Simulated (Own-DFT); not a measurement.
## Calculated data, Si3N4 (beta silicon nitride, atoms displaced)

All values are calculated (Own-DFT development build). A calculation, not a measurement: plane-wave PBE density functional theory by an unreviewed code, no spin, of a simulated periodic cell, stress positive in tension, free energy of the whole cell less one offset for each atom, forces on such cells moved up to 12 meV/angstrom on a denser k mesh; offsets are fitted by least squares, one for each functional and potential file, so energies compare only between cells with the same atoms and settings and are not formation energies; the far tail of each file's local potential was reset to the Coulomb form; each entry is a single point on an unrelaxed cell, so the pressure reflects the starting lattice, mostly measured values (interpolated for alloys), from which strain is counted, and rises with the displacements; printed positions are rounded, which can move forces by about a meV/angstrom; the program, named Own-DFT, is a retired in-house code; no spin-orbit coupling; before rounding, a Quantum ESPRESSO 7.3.1 run of the same cell and cutoff gave forces within 1 meV/angstrom rms on each cell, which checks the program and not the settings.

Settings shared by all entries: functional PBE; potential files PseudoDojo norm-conserving, scalar-relativistic, standard set; wave cutoff 42 hartree; occupations Fermi-Dirac; smearing width 0.1 eV; k mesh 2 x 2 x 4 centred on Gamma.

(1) 
```cif
# cell vector a (Å): 15.2120 0.0000 0.0000
# cell vector b (Å): -7.6060 13.1740 0.0000
# cell vector c (Å): 0.0000 0.0000 5.8180
data_Si3N4
_symmetry_space_group_name_H-M 'P 1'
_symmetry_Int_Tables_number 1
_cell_length_a 15.2120
_cell_length_b 15.2120
_cell_length_c 5.8180
_cell_angle_alpha 90.000
_cell_angle_beta 90.000
_cell_angle_gamma 120.000
_cell_volume 1165.94
loop_
_atom_site_label
_atom_site_type_symbol
_atom_site_fract_x
_atom_site_fract_y
_atom_site_fract_z
_atom_site_occupancy
Si1 Si 0.08925 0.38587 0.12296 1
Si2 Si 0.11424 0.20152 0.12783 1
Si3 Si 0.29705 0.41280 0.12654 1
Si4 Si 0.40935 0.11361 0.37446 1
Si5 Si 0.38478 0.29597 0.37668 1
Si6 Si 0.20375 0.08671 0.38025 1
N1 N 0.16311 0.01472 0.12705 1
N2 N 0.48320 0.14905 0.13144 1
N3 N 0.34817 0.33182 0.12795 1
N4 N 0.33378 0.48457 0.37094 1
N5 N 0.01832 0.35003 0.37100 1
N6 N 0.14901 0.16399 0.37628 1
N7 N 0.16687 0.33264 0.12772 1
N8 N 0.33163 0.16714 0.37475 1
Si7 Si 0.08885 0.38555 0.62496 1
Si8 Si 0.11356 0.20008 0.62975 1
Si9 Si 0.29908 0.41538 0.62613 1
Si10 Si 0.41398 0.11756 0.87384 1
Si11 Si 0.38212 0.29866 0.87272 1
Si12 Si 0.19999 0.08562 0.87269 1
N9 N 0.16475 0.01619 0.62924 1
N10 N 0.48230 0.15059 0.61765 1
N11 N 0.35275 0.33382 0.62925 1
N12 N 0.33319 0.48303 0.87140 1
N13 N 0.01720 0.35065 0.87726 1
N14 N 0.15188 0.16894 0.87509 1
N15 N 0.16847 0.33297 0.62948 1
N16 N 0.33500 0.16798 0.88049 1
Si13 Si 0.08611 0.88490 0.12702 1
Si14 Si 0.11940 0.70520 0.11726 1
Si15 Si 0.29738 0.91119 0.12788 1
Si16 Si 0.41215 0.61549 0.37839 1
Si17 Si 0.38560 0.79731 0.37154 1
Si18 Si 0.20267 0.58837 0.37305 1
N17 N 0.16738 0.51758 0.12446 1
N18 N 0.48082 0.64900 0.11856 1
N19 N 0.34901 0.83447 0.12674 1
N20 N 0.33500 0.98385 0.37920 1
N21 N 0.01567 0.84923 0.37774 1
N22 N 0.14949 0.66460 0.37300 1
N23 N 0.17138 0.83443 0.12372 1
N24 N 0.33362 0.66649 0.37499 1
Si19 Si 0.08587 0.88457 0.62779 1
Si20 Si 0.11580 0.70395 0.62585 1
Si21 Si 0.29714 0.90884 0.63132 1
Si22 Si 0.41098 0.61189 0.87882 1
Si23 Si 0.38321 0.79917 0.87497 1
Si24 Si 0.20307 0.58705 0.87876 1
N25 N 0.16789 0.51521 0.62494 1
N26 N 0.48458 0.64914 0.63278 1
N27 N 0.35245 0.83515 0.62540 1
N28 N 0.33190 0.98277 0.87351 1
N29 N 0.01746 0.85191 0.87346 1
N30 N 0.15348 0.66807 0.87107 1
N31 N 0.16556 0.83409 0.62293 1
N32 N 0.33347 0.66634 0.87026 1
Si25 Si 0.58497 0.38241 0.12453 1
Si26 Si 0.61422 0.20547 0.12932 1
Si27 Si 0.79787 0.41394 0.12200 1
Si28 Si 0.91451 0.11408 0.37900 1
Si29 Si 0.88551 0.29846 0.38414 1
Si30 Si 0.70222 0.08516 0.38149 1
N33 N 0.66659 0.01626 0.12209 1
N34 N 0.98657 0.15376 0.12716 1
N35 N 0.85235 0.33554 0.11832 1
N36 N 0.83347 0.48521 0.37444 1
N37 N 0.51601 0.35043 0.37803 1
N38 N 0.64837 0.16418 0.36959 1
N39 N 0.66568 0.33360 0.12238 1
N40 N 0.83440 0.16853 0.36944 1
Si31 Si 0.58673 0.38429 0.62508 1
Si32 Si 0.61602 0.20354 0.61994 1
Si33 Si 0.79822 0.41495 0.62083 1
Si34 Si 0.91264 0.11350 0.87693 1
Si35 Si 0.88370 0.29762 0.87267 1
Si36 Si 0.70215 0.08853 0.87659 1
N41 N 0.66288 0.01281 0.62948 1
N42 N 0.98331 0.15028 0.62188 1
N43 N 0.84988 0.33395 0.62647 1
N44 N 0.83424 0.48745 0.87240 1
N45 N 0.51564 0.34909 0.87925 1
N46 N 0.64655 0.16527 0.87578 1
N47 N 0.66754 0.33379 0.62711 1
N48 N 0.83245 0.16491 0.87436 1
Si37 Si 0.58592 0.88434 0.12133 1
Si38 Si 0.61436 0.70140 0.12733 1
Si39 Si 0.79994 0.91393 0.13029 1
Si40 Si 0.91278 0.61441 0.37253 1
Si41 Si 0.88500 0.79876 0.37042 1
Si42 Si 0.70204 0.58562 0.37424 1
N49 N 0.66435 0.51514 0.12738 1
N50 N 0.98485 0.64889 0.13080 1
N51 N 0.84822 0.83259 0.12324 1
N52 N 0.83358 0.98321 0.37659 1
N53 N 0.51451 0.84930 0.37532 1
N54 N 0.65201 0.66624 0.37432 1
N55 N 0.66746 0.83394 0.12480 1
N56 N 0.83575 0.66769 0.36762 1
Si43 Si 0.58676 0.88284 0.62377 1
Si44 Si 0.61722 0.70456 0.62344 1
Si45 Si 0.79790 0.91398 0.62984 1
Si46 Si 0.91546 0.61357 0.87673 1
Si47 Si 0.88356 0.79621 0.87422 1
Si48 Si 0.70209 0.58512 0.87386 1
N57 N 0.66595 0.51527 0.62303 1
N58 N 0.98273 0.65099 0.62286 1
N59 N 0.84764 0.83121 0.63579 1
N60 N 0.83258 0.98540 0.87408 1
N61 N 0.51445 0.85007 0.87604 1
N62 N 0.65026 0.66374 0.87429 1
N63 N 0.66507 0.83268 0.62224 1
N64 N 0.83612 0.66829 0.87568 1
_calc_free_energy_of_cell_above_offsets '-19.591'  # eV
_calc_pressure 5.49  # GPa
_calc_stress_xx -3.9  # GPa
_calc_stress_yy -5.45  # GPa
_calc_stress_zz -7.12  # GPa
_calc_stress_yz -0.31  # GPa
_calc_stress_xz -0.64  # GPa
_calc_stress_xy 0.15  # GPa
```

Force:
```tsv
element	x (eV/Å)	y (eV/Å)	z (eV/Å)
Si	0.33	-0.316	0.207
Si	0.855	1.092	0.098
Si	-0.022	-1.038	-0.454
Si	-0.067	0.195	0.106
Si	-0.149	0.245	-0.07
Si	-0.708	0.232	-0.859
N	-0.027	0.337	0.061
N	0.058	0.142	-0.998
N	-0.424	0.909	-0.033
N	0.356	0.382	0.835
N	-1.077	-0.007	0.918
N	-0.081	-0.283	0.377
N	-0.014	0.32	-0.037
N	0.695	-0.585	0.127
Si	0.654	-0.611	-0.046
Si	0.136	1.563	-1.135
Si	-0.067	-1.932	-0.981
Si	-0.25	-0.771	0.095
Si	1.873	-1.23	1.698
Si	1.203	1.456	1.457
N	-0.185	-0.847	-0.736
N	1.077	0.433	0.98
N	-1.803	1.46	-1.632
N	0.254	0.274	1.214
N	-0.817	-0.174	-0.832
N	0.416	-1.156	0.586
N	-0.373	-0.18	-0.192
N	-1.24	-0.593	-0.304
Si	1.483	-0.345	-0.203
Si	-0.827	-0.378	1.418
Si	-0.043	1.766	-0.075
Si	0.22	0.33	-0.12
Si	-0.23	-0.666	0.585
Si	0.634	-0.061	0.804
N	-0.224	-0.9	0.235
N	1.72	0.481	2.106
N	0.63	-0.235	-0.149
N	-0.105	-0.674	-0.089
N	-0.5	0.235	-0.304
N	-0.328	0.331	0.113
N	-2.566	-0.544	0.043
N	-0.34	0.291	-0.066
Si	0.966	0.237	-0.473
Si	-0.47	-0.074	-1.054
Si	-1.008	1.17	-0.957
Si	-1.035	1.072	-1.178
Si	1.387	-1.512	0.282
Si	0.722	0.512	-1.357
N	-0.436	0.439	0.017
N	0.271	-0.082	-1.224
N	-0.383	0.004	-0.601
N	0.544	0.916	0.765
N	-1.173	-0.507	0.951
N	-0.178	-0.391	-0.03
N	0.489	-0.376	0.103
N	-0.209	0.319	0.33
Si	0.441	0.805	0.509
Si	0.442	-1.008	-0.906
Si	-0.114	-0.79	-0.086
Si	-1.846	0.806	-1.278
Si	0.837	-0.384	-2.429
Si	0.106	0.831	-1.203
N	-0.241	-0.617	0.993
N	-0.682	-1.295	-0.286
N	-0.925	0.744	1.667
N	0.323	-0.339	-0.534
N	-0.467	-0.216	-0.415
N	0.535	-0.145	0.947
N	0.549	0.759	0.22
N	0.316	-1.096	0.6
Si	0.487	-0.196	0.619
Si	-0.653	-0.37	0.455
Si	-0.408	-0.811	0.767
Si	-0.845	1.412	0.01
Si	1.516	-0.978	0.638
Si	-0.17	0.06	0.002
N	0.067	0.729	-0.283
N	0.795	-0.141	1.47
N	-0.876	1.003	-0.103
N	0.273	-1.504	0.05
N	-0.842	-0.058	-0.957
N	0.423	-0.185	-0.194
N	-0.027	0.29	-0.26
N	0.149	0.783	-0.197
Si	0.926	0.243	0.482
Si	-0.151	0.46	-0.941
Si	-1.367	-1.082	-1.169
Si	-0.707	0.824	0.563
Si	0.125	-1.269	1.367
Si	0.875	1.184	-0.095
N	-0.044	-0.731	-0.55
N	1.425	0.451	-1.38
N	-0.008	0.863	0.209
N	0.512	0.788	0.506
N	0.405	0.324	-0.422
N	-0.441	-0.131	0.191
N	-0.084	-0.228	0.019
N	-0.992	-0.353	0.267
Si	-0.604	-0.137	0.463
Si	-0.03	-0.926	0.629
Si	-0.35	-1.518	-0.344
Si	-1.526	1.827	-0.003
Si	1.152	-0.621	0.737
Si	0.846	1.162	0.384
N	-0.102	-0.424	0.216
N	1.512	0.054	0.4
N	-0.795	1.245	-2.413
N	0.642	-0.361	0.965
N	-0.282	-0.001	-0.454
N	-0.577	0.287	0.137
N	0.958	0.675	0.122
N	-0.096	-1.371	-0.023
```

(2) 
```cif
# cell vector a (Å): 15.2120 0.0000 0.0000
# cell vector b (Å): -7.6060 13.1740 0.0000
# cell vector c (Å): 0.0000 0.0000 5.8180
data_Si3N4
_symmetry_space_group_name_H-M 'P 1'
_symmetry_Int_Tables_number 1
_cell_length_a 15.2120
_cell_length_b 15.2120
_cell_length_c 5.8180
_cell_angle_alpha 90.000
_cell_angle_beta 90.000
_cell_angle_gamma 120.000
_cell_volume 1165.94
loop_
_atom_site_label
_atom_site_type_symbol
_atom_site_fract_x
_atom_site_fract_y
_atom_site_fract_z
_atom_site_occupancy
Si1 Si 0.08746 0.38362 0.12838 1
Si2 Si 0.11641 0.20061 0.11848 1
Si3 Si 0.29983 0.41304 0.12097 1
Si4 Si 0.41579 0.11595 0.37446 1
Si5 Si 0.38495 0.29767 0.37686 1
Si6 Si 0.20146 0.08653 0.37601 1
N1 N 0.16522 0.01560 0.12143 1
N2 N 0.48415 0.14868 0.11813 1
N3 N 0.34986 0.33439 0.12123 1
N4 N 0.33499 0.48426 0.37460 1
N5 N 0.01565 0.34737 0.37331 1
N6 N 0.14928 0.16563 0.37298 1
N7 N 0.16727 0.33247 0.12757 1
N8 N 0.33364 0.16610 0.37102 1
Si7 Si 0.08826 0.38579 0.61796 1
Si8 Si 0.11558 0.20203 0.63058 1
Si9 Si 0.29978 0.41503 0.62308 1
Si10 Si 0.41416 0.11464 0.87444 1
Si11 Si 0.38579 0.30087 0.87057 1
Si12 Si 0.20370 0.08729 0.88061 1
N9 N 0.16639 0.01787 0.61805 1
N10 N 0.48338 0.15092 0.63257 1
N11 N 0.34904 0.33184 0.62678 1
N12 N 0.33481 0.48337 0.87549 1
N13 N 0.01498 0.35155 0.86834 1
N14 N 0.15107 0.17004 0.87425 1
N15 N 0.16426 0.33436 0.62009 1
N16 N 0.33332 0.16762 0.87827 1
Si13 Si 0.08755 0.88437 0.12267 1
Si14 Si 0.11415 0.70203 0.11794 1
Si15 Si 0.29416 0.91133 0.12872 1
Si16 Si 0.41495 0.61396 0.37764 1
Si17 Si 0.38426 0.79757 0.37537 1
Si18 Si 0.20462 0.58896 0.37693 1
N17 N 0.16784 0.51627 0.12367 1
N18 N 0.48260 0.64911 0.12178 1
N19 N 0.34908 0.83520 0.13159 1
N20 N 0.33495 0.98268 0.37241 1
N21 N 0.01591 0.85046 0.37606 1
N22 N 0.14896 0.66558 0.36987 1
N23 N 0.16345 0.83322 0.12906 1
N24 N 0.33272 0.66890 0.37011 1
Si19 Si 0.08611 0.88445 0.62279 1
Si20 Si 0.11538 0.70275 0.62642 1
Si21 Si 0.29928 0.91514 0.62625 1
Si22 Si 0.41357 0.61454 0.86982 1
Si23 Si 0.38550 0.79913 0.87040 1
Si24 Si 0.20123 0.58804 0.87238 1
N25 N 0.16695 0.51800 0.62738 1
N26 N 0.48234 0.64963 0.62066 1
N27 N 0.34756 0.83379 0.62465 1
N28 N 0.33390 0.98205 0.87858 1
N29 N 0.01545 0.84659 0.86889 1
N30 N 0.15288 0.66640 0.87594 1
N31 N 0.16617 0.83121 0.63254 1
N32 N 0.33118 0.66488 0.88133 1
Si25 Si 0.58512 0.38226 0.12489 1
Si26 Si 0.61274 0.20230 0.12228 1
Si27 Si 0.80057 0.41547 0.11769 1
Si28 Si 0.91466 0.11581 0.37860 1
Si29 Si 0.88355 0.29853 0.37391 1
Si30 Si 0.70241 0.08763 0.37958 1
N33 N 0.66505 0.01753 0.12790 1
N34 N 0.98417 0.15108 0.12815 1
N35 N 0.84875 0.33595 0.12576 1
N36 N 0.83478 0.48362 0.37341 1
N37 N 0.51329 0.34734 0.37726 1
N38 N 0.64876 0.16693 0.37790 1
N39 N 0.66907 0.33697 0.12229 1
N40 N 0.83333 0.16558 0.37805 1
Si31 Si 0.58728 0.38481 0.62669 1
Si32 Si 0.61313 0.19869 0.62657 1
Si33 Si 0.79740 0.41207 0.62157 1
Si34 Si 0.91186 0.11317 0.87637 1
Si35 Si 0.88533 0.30156 0.87845 1
Si36 Si 0.70230 0.08569 0.86987 1
N41 N 0.66710 0.01712 0.62738 1
N42 N 0.98437 0.15235 0.62040 1
N43 N 0.84833 0.33357 0.62809 1
N44 N 0.83388 0.48437 0.86803 1
N45 N 0.51430 0.34855 0.87686 1
N46 N 0.64947 0.16580 0.87644 1
N47 N 0.66782 0.33437 0.62497 1
N48 N 0.83292 0.16541 0.87126 1
Si37 Si 0.58616 0.88208 0.12822 1
Si38 Si 0.61529 0.70354 0.12838 1
Si39 Si 0.79860 0.91195 0.12336 1
Si40 Si 0.91500 0.61571 0.37492 1
Si41 Si 0.88639 0.79945 0.37735 1
Si42 Si 0.70039 0.58797 0.37501 1
N49 N 0.66708 0.51621 0.12554 1
N50 N 0.98421 0.65134 0.12226 1
N51 N 0.84960 0.83408 0.12631 1
N52 N 0.83288 0.98203 0.37020 1
N53 N 0.51272 0.84726 0.37073 1
N54 N 0.65056 0.66807 0.37413 1
N55 N 0.66467 0.83181 0.12178 1
N56 N 0.83499 0.66645 0.37207 1
Si43 Si 0.58675 0.88506 0.62668 1
Si44 Si 0.61266 0.70034 0.62680 1
Si45 Si 0.79921 0.91385 0.62582 1
Si46 Si 0.91057 0.61437 0.87202 1
Si47 Si 0.88491 0.79545 0.87234 1
Si48 Si 0.70178 0.58656 0.87485 1
N57 N 0.66717 0.51402 0.62346 1
N58 N 0.98565 0.65103 0.62877 1
N59 N 0.84872 0.83301 0.62494 1
N60 N 0.83382 0.98689 0.87503 1
N61 N 0.51692 0.85065 0.87276 1
N62 N 0.65183 0.66552 0.87747 1
N63 N 0.66635 0.83339 0.62233 1
N64 N 0.83490 0.66717 0.87559 1
_calc_free_energy_of_cell_above_offsets '-19.130'  # eV
_calc_pressure 5.57  # GPa
_calc_stress_xx -5.32  # GPa
_calc_stress_yy -3.8  # GPa
_calc_stress_zz -7.61  # GPa
_calc_stress_yz 0.24  # GPa
_calc_stress_xz -0.03  # GPa
_calc_stress_xy 0.16  # GPa
```

Force:
```tsv
element	x (eV/Å)	y (eV/Å)	z (eV/Å)
Si	0.5	0.364	-1.534
Si	-1.814	1.598	2.105
Si	-1.583	-0.826	0.777
Si	-1.65	-0.348	-0.04
Si	-0.434	-1.301	-0.864
Si	0.544	1.383	-0.989
N	-0.345	-0.588	0.7
N	0.216	0.119	1.398
N	0.456	0.2	0.74
N	0.494	0.284	-0.269
N	-1.269	0.167	-0.078
N	0.495	-0.493	0.413
N	0.289	0.227	-0.299
N	0.157	-0.061	0.168
Si	-0.463	0.175	1.081
Si	-1.134	1.422	-2.2
Si	-1.313	-1.795	0.216
Si	-2.526	-0.515	0.427
Si	0.515	-2.073	1.238
Si	0.049	1.002	-1.733
N	-0.26	-1.424	2.033
N	0.792	-0.133	-1.692
N	-1.147	1.28	-1.003
N	0.508	0.805	-0.75
N	0.314	0.384	0.958
N	2.119	-1.987	-0.265
N	2.234	-0.141	0.276
N	0.535	-0.001	-0.179
Si	-0.75	-0.167	-0.08
Si	0.199	0.397	1.057
Si	0.348	-0.722	-0.479
Si	-2.831	0.556	-1.92
Si	-0.664	-0.458	-0.069
Si	-0.47	-0.02	-0.878
N	-0.406	-0.631	0.457
N	1.23	0.201	0.285
N	0.173	0.129	-1.505
N	0.055	1.559	0.787
N	-0.218	0.285	-0.728
N	-0.075	-0.197	0.555
N	1.177	-0.289	-0.13
N	1.807	-0.901	0.543
Si	1.642	0.186	0.093
Si	0.583	-0.06	-0.618
Si	-0.965	-1.467	-0.058
Si	-2.12	0.161	1.121
Si	-0.392	-1.234	1.417
Si	1.344	-0.405	1.158
N	-0.21	-0.939	-0.958
N	1.452	0.292	0.98
N	0.642	0.271	-0.016
N	0.057	1.274	-0.15
N	-0.605	0.54	0.926
N	-1.304	0.463	-0.525
N	-0.277	1.67	-0.344
N	1.124	1.075	-0.664
Si	0.956	0.906	0.417
Si	1.33	1.446	0.396
Si	-1.506	-0.268	0.904
Si	-1.391	-0.377	-1.054
Si	0.818	-1.148	0.648
Si	0.362	0.742	-1.037
N	-0.204	-1.473	-0.224
N	0.816	-0.24	-0.831
N	0.702	-0.193	0.066
N	0.438	0.825	-0.286
N	0.603	0.678	-0.101
N	0.401	-0.778	-0.737
N	-0.342	-1.326	0.022
N	-0.422	0.704	-0.188
Si	0.891	-0.777	-0.148
Si	-0.079	2.296	0.367
Si	-0.625	-0.237	-0.298
Si	-0.559	2.311	-0.105
Si	1.016	-2.189	-0.663
Si	0.294	1.498	2.073
N	-0.541	-1.635	-0.883
N	0.968	-0.475	1.735
N	0.13	0.301	-0.669
N	0.327	0.476	0.276
N	0.151	0.5	-0.474
N	0.406	-0.651	-0.141
N	-0.704	-1.168	-0.016
N	-0.288	1.051	0.316
Si	0.022	1.411	-0.561
Si	-0.339	-0.198	-0.998
Si	-1.23	-0.206	-0.173
Si	-0.708	-0.19	0.099
Si	-0.002	-1.487	-0.504
Si	1.851	0.231	-0.166
N	-0.69	-0.771	0.036
N	0.13	-0.432	-0.271
N	0.632	-0.071	-0.683
N	0.409	1.085	0.897
N	0.84	0.734	1.256
N	0.102	-0.741	0.713
N	0.902	0.685	0.033
N	-0.999	0.355	0.282
Si	0.695	-0.1	-1.039
Si	0.647	1.557	0.197
Si	-0.99	-0.652	-0.421
Si	0.606	0.441	0.345
Si	-0.321	0.21	0.552
Si	1.166	0.127	0.05
N	-0.748	0.799	0.148
N	-0.147	-0.405	-0.521
N	0.018	0.465	0.41
N	0.425	-1.881	-0.089
N	-0.853	-0.235	0.464
N	-1.106	0.144	-0.35
N	0.083	-0.241	0.217
N	-1.17	-0.725	-0.177
```
